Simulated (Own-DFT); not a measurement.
# Response to strain: diamond silicon, 64 atoms (Si64)

These are calculations, not measurements. They come from Own-DFT, an in-house plane-wave density functional program, since retired, whose code no person has reviewed. Each row is one single-point run on a periodic cell that was not relaxed, without spin or spin-orbit coupling.

Settings of every run: PBE; PseudoDojo norm-conserving scalar-relativistic files; cutoff 20 hartree; 3 x 3 x 3 k mesh centred on Gamma; Fermi-Dirac smearing of 0.1 eV.

Known limits: k mesh not checked against a denser one; stress not checked against mesh or cutoff.

Unstrained cell vectors in Å: (10.862, 0.000, 0.000); (0.000, 10.862, 0.000); (0.000, 0.000, 10.862). The unstrained cell has measured lattice constants (interpolated for alloys), not those of this functional. That, the random moves and any unrelaxed bonds set the pressure at no strain. Each run strains this cell uniformly, with the atoms carried along. Every atom was also moved at random, by a Gaussian of width 0.05 Å on each axis. Strain is the symmetric tensor, in per cent. Stress is positive in tension, and the pressure is minus a third of its trace.

| run | e_xx (%) | e_yy (%) | e_zz (%) | e_yz (%) | e_xz (%) | e_xy (%) | s_xx (GPa) | s_yy (GPa) | s_zz (GPa) | s_yz (GPa) | s_xz (GPa) | s_xy (GPa) | P (GPa) | E (meV/atom) |
|---|---|---|---|---|---|---|---|---|---|---|---|---|---|---|
| 1 | -0.14 | 0.02 | 1.60 | 1.99 | 1.61 | 0.74 | -2.30 | -2.09 | -0.73 | 3.91 | 3.42 | 1.18 | 1.71 | 34.9 |
| 2 | -1.79 | -1.21 | -1.03 | -1.87 | 0.98 | 1.24 | -7.43 | -6.80 | -6.81 | -4.27 | 2.65 | 2.68 | 7.02 | 40.9 |
| 3 | -0.37 | -1.75 | -1.76 | 1.67 | 0.83 | 0.57 | -6.26 | -7.63 | -7.52 | 5.10 | 1.38 | 0.72 | 7.14 | 58.3 |
| 4 | 1.51 | 1.74 | 0.69 | -0.98 | -0.58 | -1.12 | 1.34 | 1.43 | 0.48 | -1.88 | -0.62 | -1.10 | -1.09 | 0.3 |
| 5 | -1.96 | 0.09 | 0.28 | 0.88 | 0.59 | -1.84 | -5.55 | -3.74 | -3.54 | 1.83 | 0.58 | -3.78 | 4.28 | 26.0 |
| 6 | 0.87 | -1.08 | -0.72 | -0.19 | 1.67 | -1.62 | -2.89 | -4.74 | -4.44 | 0.75 | 3.39 | -3.90 | 4.03 | 45.5 |
| 7 | -0.91 | 1.55 | 1.35 | 0.48 | 0.53 | -1.29 | -2.18 | -0.16 | -0.26 | 1.02 | 1.31 | -3.20 | 0.87 | 15.0 |
| 8 | 0.97 | 1.51 | -1.28 | 1.99 | -0.83 | -1.19 | -1.30 | -0.82 | -3.39 | 4.44 | -2.04 | -1.95 | 1.83 | 28.1 |
| 9 | 1.47 | 0.72 | 0.41 | 0.37 | 0.59 | -0.72 | 0.40 | -0.37 | -0.73 | 1.46 | 1.15 | -1.87 | 0.23 | 3.5 |
| 10 | 0.74 | -1.24 | -0.21 | -0.60 | 1.72 | -0.13 | -2.54 | -4.09 | -3.35 | -1.57 | 3.40 | -0.32 | 3.33 | 15.1 |
| 11 | -1.16 | 1.92 | -0.32 | -0.20 | -1.82 | 0.82 | -3.33 | -0.57 | -2.72 | -0.01 | -3.78 | 1.78 | 2.21 | 14.7 |
| 12 | 0.17 | -0.05 | 0.28 | -1.38 | -1.06 | -0.28 | -1.90 | -2.24 | -2.05 | -2.60 | -1.57 | -0.17 | 2.06 | 0.0 |
| 13 | -1.34 | -1.70 | -0.81 | 0.62 | 1.56 | -1.46 | -6.76 | -7.16 | -6.39 | 1.15 | 3.80 | -3.41 | 6.77 | 35.8 |
| 14 | -1.29 | -0.19 | -0.41 | 1.49 | -0.68 | -1.85 | -5.51 | -4.27 | -4.53 | 3.08 | -1.30 | -4.33 | 4.77 | 33.6 |
| 15 | 0.57 | -1.14 | 0.08 | -0.56 | -0.92 | 0.27 | ? | ? | ? | ? | ? | ? | ? | ? |

E is the free energy for each atom above the lowest run shown.

## Worked fit

Each stress component was fitted by least squares to a constant and the strains of the runs shown, as fractions, with shears doubled. Shear strains stay in the fit of a normal stress only where such slopes are resolved. The slopes, in GPa:

```
stress  at no strain  per e_xx  per e_yy  per e_zz  scatter
  s_xx          -2.8   159 ± 6    75 ± 6    74 ± 9     0.26
  s_yy          -2.9    67 ± 7   163 ± 7    74 ± 9     0.28
  s_zz          -2.9    67 ± 5    73 ± 5   164 ± 7     0.22
```

Each shear stress against twice its own strain: yz 110 ± 7, xz 97 ± 9, xy 104 ± 6 GPa. These are stiffnesses along x, y and z of the frame in which the cell vectors are given, which need not be the crystal's axes. The atoms are held to the strained lattice; where symmetry lets them move under strain, relaxing them would lower some slopes. The table should be nearly symmetric about its diagonal, and what it lacks of that shows the noise. A ninth of its sum, 102 ± 3 GPa, estimates the bulk modulus near the mean pressure of these runs, 3.2 GPa, so it lies above the value at zero pressure.

## Withheld run

Question: what normal stresses and pressure should run 15 give?

The fit gives s_xx = -2.7, s_yy = -4.3, s_zz = -3.3 and P = 3.4 GPa. The calculation gave -2.49, -3.99, -2.98 and P = 3.15 GPa.
